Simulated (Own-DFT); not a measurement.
# How strain changes the stress of diamond silicon, 64 atoms (AsSi63), with one As on a Si site

Calculated, not measured: single-point runs of Own-DFT, a retired in-house plane-wave DFT program that no person has reviewed, on unrelaxed cells, without spin or spin-orbit coupling.

Settings: PBE; PseudoDojo norm-conserving scalar-relativistic files; cutoff 42 hartree; 3 x 3 x 3 k mesh centred on Gamma; Fermi-Dirac smearing of 0.1 eV.

Known weak points: odd electron count, so a state with spin may lie lower; forces on such cells passed a denser k mesh, each cell not checked; stress not checked against mesh or cutoff.

Unstrained cell vectors in Å: (10.862, 0.000, 0.000); (0.000, 10.862, 0.000); (0.000, 0.000, 10.862). The unstrained cell has measured lattice constants (interpolated for alloys), not those of this functional. That, the random moves and any unrelaxed bonds set the pressure at no strain. In each run the cell takes a homogeneous strain; fractional positions stay. Random moves of width 0.05 Å per axis were added to every atom. The defect's site can differ from row to row. Stress is counted positive in tension, P = -(s_xx + s_yy + s_zz)/3, and strain components are those of the symmetric tensor.

| run | e_xx (%) | e_yy (%) | e_zz (%) | e_yz (%) | e_xz (%) | e_xy (%) | s_xx (GPa) | s_yy (GPa) | s_zz (GPa) | s_yz (GPa) | s_xz (GPa) | s_xy (GPa) | P (GPa) | E (meV/atom) |
|---|---|---|---|---|---|---|---|---|---|---|---|---|---|---|
| 1 | -1.58 | 0.44 | 1.81 | 1.26 | 0.79 | -0.24 | -3.33 | -1.92 | -0.71 | 2.03 | 1.18 | 0.12 | 1.99 | 4.5 |
| 2 | 1.22 | -0.42 | -1.27 | -0.90 | -1.51 | -0.03 | -1.90 | -3.47 | -4.19 | -2.28 | -3.05 | 0.20 | 3.18 | 9.2 |
| 3 | -0.63 | 0.87 | -1.33 | -0.43 | 1.82 | -0.25 | -4.40 | -2.96 | -5.06 | -1.66 | 4.85 | -1.02 | 4.14 | 27.6 |
| 4 | -1.22 | 1.78 | 0.94 | 1.20 | 1.99 | 0.61 | -2.55 | -0.15 | -1.02 | 2.25 | 3.22 | 1.31 | 1.24 | 4.8 |
| 5 | 0.65 | 1.64 | 1.66 | 0.79 | -1.82 | -0.90 | 0.13 | 1.18 | 0.94 | 0.61 | -3.78 | -1.75 | -0.75 | 4.2 |
| 6 | 1.42 | 1.16 | 0.97 | 1.92 | 0.37 | 1.80 | 0.44 | 0.15 | 0.08 | 4.07 | 0.27 | 3.23 | -0.22 | 15.7 |
| 7 | 0.66 | -0.92 | -0.96 | -0.11 | -0.59 | 1.76 | -3.24 | -4.36 | -4.36 | -0.07 | -1.75 | 3.98 | 3.99 | 16.4 |
| 8 | -1.41 | -1.36 | 1.89 | -0.10 | -1.00 | 0.03 | -4.60 | -4.57 | -1.72 | 0.95 | -2.32 | -0.90 | 3.63 | 20.0 |
| 9 | -0.71 | -0.41 | -0.43 | 1.03 | -0.38 | 0.90 | -4.43 | -4.22 | -4.17 | 2.69 | -2.03 | 3.23 | 4.27 | 12.6 |
| 10 | -0.29 | 0.75 | 1.93 | 0.13 | 1.33 | 1.14 | -1.36 | -0.45 | 0.40 | 1.12 | 2.53 | 1.95 | 0.47 | 3.9 |
| 11 | -0.44 | -0.42 | -1.17 | 1.98 | 0.63 | -1.68 | -4.68 | -4.83 | -5.50 | 4.49 | 0.21 | -3.77 | 5.00 | 30.7 |
| 12 | 1.15 | 1.91 | 0.01 | -1.75 | -0.91 | -0.88 | 0.09 | 0.68 | -0.95 | -3.93 | -2.05 | -1.67 | 0.06 | 10.5 |
| 13 | 1.17 | -0.01 | -0.91 | -1.17 | 1.15 | 0.98 | -1.29 | -2.39 | -3.12 | -1.54 | 2.27 | 1.19 | 2.27 | 0.0 |
| 14 | -0.67 | 1.05 | 1.57 | -1.41 | -0.92 | -1.12 | -1.77 | -0.61 | -0.16 | -2.38 | -2.48 | -3.10 | 0.85 | 5.2 |
| 15 | -1.01 | -0.32 | -1.09 | -0.10 | 1.54 | 0.81 | -5.45 | -5.12 | -5.72 | -1.76 | 3.75 | 2.71 | 5.43 | 35.5 |
| 16 | -1.73 | 1.80 | -1.84 | 1.97 | 1.47 | -1.68 | -5.79 | -2.74 | -5.86 | 5.17 | 3.49 | -3.42 | 4.80 | 33.9 |
| 17 | 0.13 | 0.61 | -1.80 | -0.30 | 1.26 | 1.76 | -3.42 | -3.03 | -4.78 | -0.79 | 3.11 | 3.43 | 3.74 | 13.5 |
| 18 | -1.24 | -0.48 | -0.59 | 0.11 | 0.14 | 1.28 | ? | ? | ? | ? | ? | ? | ? | ? |

E is the free energy for each atom above the lowest run shown.

## Analysis

Each stress component was fitted by least squares to a constant and the strains of the runs shown, as fractions, with shears doubled. Shear strains stay in the fit of a normal stress only where such slopes are resolved. The slopes, in GPa:

```
stress,at no strain,per e_xx,per e_yy,per e_zz,scatter
s_xx,-2.8,151 ± 6,62 ± 6,73 ± 5,0.25
s_yy,-2.9,69 ± 5,149 ± 5,72 ± 4,0.20
s_zz,-2.8,70 ± 5,59 ± 6,155 ± 4,0.23
```

The slope of each shear stress on twice its own strain, from a fit on all six strains: yz 106 ± 11, xz 107 ± 10, xy 119 ± 10 GPa. These are stiffnesses along x, y and z of the frame in which the cell vectors are given, which need not be the crystal's axes. No internal relaxation is included, and where it is allowed it would reduce some of the slopes. Slopes across the diagonal should nearly agree, so their difference gauges the noise. A ninth of the table's sum, 95 ± 3 GPa, estimates the bulk modulus near the mean pressure of these runs, 2.6 GPa, so it lies above the value at zero pressure.

## Check

Question: what normal stresses and pressure should run 18 give?

The fitted form gives s_xx = -5.4, s_yy = -4.8, s_zz = -4.9 and P = 5.0 GPa. The calculation gave -5.20, -4.91, -4.89 and P = 5.00 GPa.
